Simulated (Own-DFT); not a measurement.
# Point defects and the pressure they add: D0_22 TiAl3

Everything here is calculated. The program is Own-DFT (plane waves, in-house, since retired, never reviewed by a person); positions were held fixed, and spin and spin-orbit coupling were off.

Settings: PBE; PseudoDojo norm-conserving scalar-relativistic files; cutoff 42 hartree; 4 x 4 x 4 k mesh centred on Gamma; cold (Marzari-Vanderbilt) smearing of 0.2 eV.

Limits: forces on such cells failed a check on a denser k mesh; stress not checked against mesh or cutoff.

All runs share one cell, with vectors in Å (-2.365, -6.981, 4.326); (-7.667, 3.491, 1.442); (-2.950, -3.488, -7.241) and a volume of 625.4 Å³. Atoms were moved at random from their sites; u is the rms move along one axis. The defect's site can differ from row to row.

```
cell,formula,u (Å),P (GPa)
no defect,Al30Ti10,0.0188,1.97
no defect,Al30Ti10,0.0190,1.97
no defect,Al30Ti10,0.0453,2.50
two Ti on an Al site each,Al28Ti12,0.0281,3.32
two Ti on an Al site each,Al28Ti12,0.0284,3.34
two Ti on an Al site each,Al28Ti12,0.0518,3.74
two Al vacancies,Al28Ti10,0.0306,1.14
two Al vacancies,Al28Ti10,0.0315,1.22
two Al vacancies,Al28Ti10,0.0489,1.78
two Al vacancies,Al28Ti10,0.0512,?
two Al on a Ti site each,Al32Ti8,0.0327,2.98
two Al on a Ti site each,Al32Ti8,0.0445,3.16
two Al on a Ti site each,Al32Ti8,0.0498,3.43
```

## What the rows give

P = P0 + c u² + a shift for each defect gives P0 = 1.87 GPa, c = 301 ± 32 GPa/Å² and a scatter of 0.08 GPa. The shifts, and each times the cell's volume:

- two Ti on an Al site each: 1.17 ± 0.07 GPa, 4.6 eV (2.3 eV for each of its 2 sites)
- two Al on a Ti site each: 0.77 ± 0.07 GPa, 3.0 eV (1.5 eV for each of its 2 sites)
- two Al vacancies: -0.92 ± 0.07 GPa, -3.6 eV (-1.8 eV for each of its 2 sites)

Against the defect-free cell, a freed cell would be larger where the shift is positive and smaller where it is negative (160.2 GPa Å³ is 1 eV). The atoms around the defects weren't relaxed, which would change these numbers.

## Test on the hidden row

Asked: what pressure belongs in the blank (two Al vacancies, u = 0.0512 Å)?

From the fit: 1.74 ± 0.10 GPa. The hidden result is 1.80 GPa.
